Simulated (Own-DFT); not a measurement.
# Shaking the atoms of hexagonal WC, 64 atoms (C32W32)

All numbers below are calculated, not measured. The program, named Own-DFT, is a retired in-house plane-wave density functional code that no person has reviewed. Each row is one single-point run on a periodic cell that was not relaxed, without spin or spin-orbit coupling.

Settings of every run: PBE; PseudoDojo norm-conserving scalar-relativistic files; cutoff 50 hartree; 4 x 4 x 4 k mesh centred on Gamma; cold (Marzari-Vanderbilt) smearing of 0.2 eV.

Known limits, some of them of some rows only: some atoms lie very close together; forces on such cells moved up to 12 meV/angstrom on a denser k mesh; stress not checked against mesh or cutoff.

Cell vectors in Å: (5.833, -5.052, -2.839); (0.000, -5.052, 8.518); (-5.833, -5.052, -2.839). In each run every atom was moved at random and independently from its ideal site; u is the rms move along one axis. E is the free energy for each atom above the fitted value at u = 0, and F the rms of the force components.

```
run,u (Å),E (meV/atom),F (eV/Å),largest force (eV/Å),P (GPa)
1,0.0199,15.9,0.576,2.59,3.37
2,0.0220,17.3,0.582,2.26,3.37
3,0.0460,?,?,?,?
4,0.0494,88.9,1.333,4.69,6.14
5,0.0527,109.7,1.519,6.01,7.36
6,0.0948,297.5,2.409,9.06,14.15
7,0.1010,387.7,3.009,13.02,18.47
8,0.1058,476.1,3.573,20.22,21.88
9,0.1538,930.2,5.128,30.86,40.45
```

## Worked fit

For small independent moves the energy grows as E = (3/2) K u², with K the mean stiffness felt by one atom. The runs with u up to 0.11 Å give K = 25.3 ± 1.1 eV/Å², with residuals divided by u² + 0.0006 Å², since the noise grows with the moves. The scatter is 9.3 meV/atom at u = 0.05 Å. The forces follow F = G u with G = 28.7 eV/Å²; no force at u = 0 is resolved. G exceeds K because the moves of its neighbours add to the force on an atom, and stiffness differs between atoms. At u = 0.154 Å the parabola gives 897 meV/atom and the run 930. The pressure follows P = 2.54 + 1562 u² GPa: at fixed volume, shortened bonds push harder than stretched ones pull.

## Withheld run

Question: what energy and rms force should run 3 give?

The fit gives 80 ± 9 meV/atom and about 1.32 eV/Å. The calculation gave 76.8 meV/atom and 1.271 eV/Å.
